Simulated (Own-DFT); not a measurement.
# Which arrangement is lower? In48P48, 96 atoms

All numbers below are calculated, not measured. They come from Own-DFT, an in-house plane-wave density functional program, since retired, whose code no person has reviewed. Each row is one single-point run on a periodic cell that was not relaxed, without spin or spin-orbit coupling.

Settings of every run: PBE; PseudoDojo norm-conserving scalar-relativistic files; cutoff 36 hartree; 2 x 3 x 3 k mesh centred on Gamma; Fermi-Dirac smearing of 0.1 eV.

Known limits, some of them of some rows only: not probed for a lower state with spin; forces on such cells failed a check on a denser k mesh; forces not confirmed at this smearing and k mesh; stress not checked against mesh or cutoff.

All cells hold the same atoms in the same cell, with vectors in Å (17.606, 0.000, 0.000); (0.000, 11.737, 0.000); (0.000, 0.000, 11.737). Every atom was moved at random from its ideal site; u is the rms move along one axis. The defect's site can differ from row to row. E is the free energy of the cell above the lowest run. The arrangements:

- A: zincblende InP
- B: zincblende InP, with one In on a P site and one P on an In site, 2.5 Å apart

| arrangement | u (Å) | E (eV) | P (GPa) |
|---|---|---|---|
| A | 0.0192 | 0.000 | 3.20 |
| A | 0.0195 | 0.012 | 3.20 |
| A | 0.0200 | 0.031 | 3.20 |
| A | 0.0481 | 2.858 | 3.59 |
| A | 0.0488 | 3.068 | 3.61 |
| A | 0.0514 | 2.908 | 3.56 |
| B | 0.0297 | 4.800 | 3.54 |
| B | 0.0304 | 4.735 | 3.52 |
| B | 0.0309 | 5.139 | 3.58 |
| B | 0.0503 | 7.263 | 3.87 |
| B | 0.0505 | 7.515 | 3.91 |
| B | 0.0515 | 7.543 | 3.90 |

Question: once the cost of the random moves is taken out, how do the arrangements rank?

## Worked answer

Fit E = a + b u², with one b for all and one a for each arrangement, and with residuals divided by u², since the noise grows with the moves. Then b = 1467 eV/Å², the scatter at u = 0.04 Å is 0.18 eV, and against A:

- B: 4.10 ± 0.08 eV (higher)

These are energies of unrelaxed cells. Relaxing the atoms lowers the strained arrangements most, so the gaps would shrink and small ones could change sign.
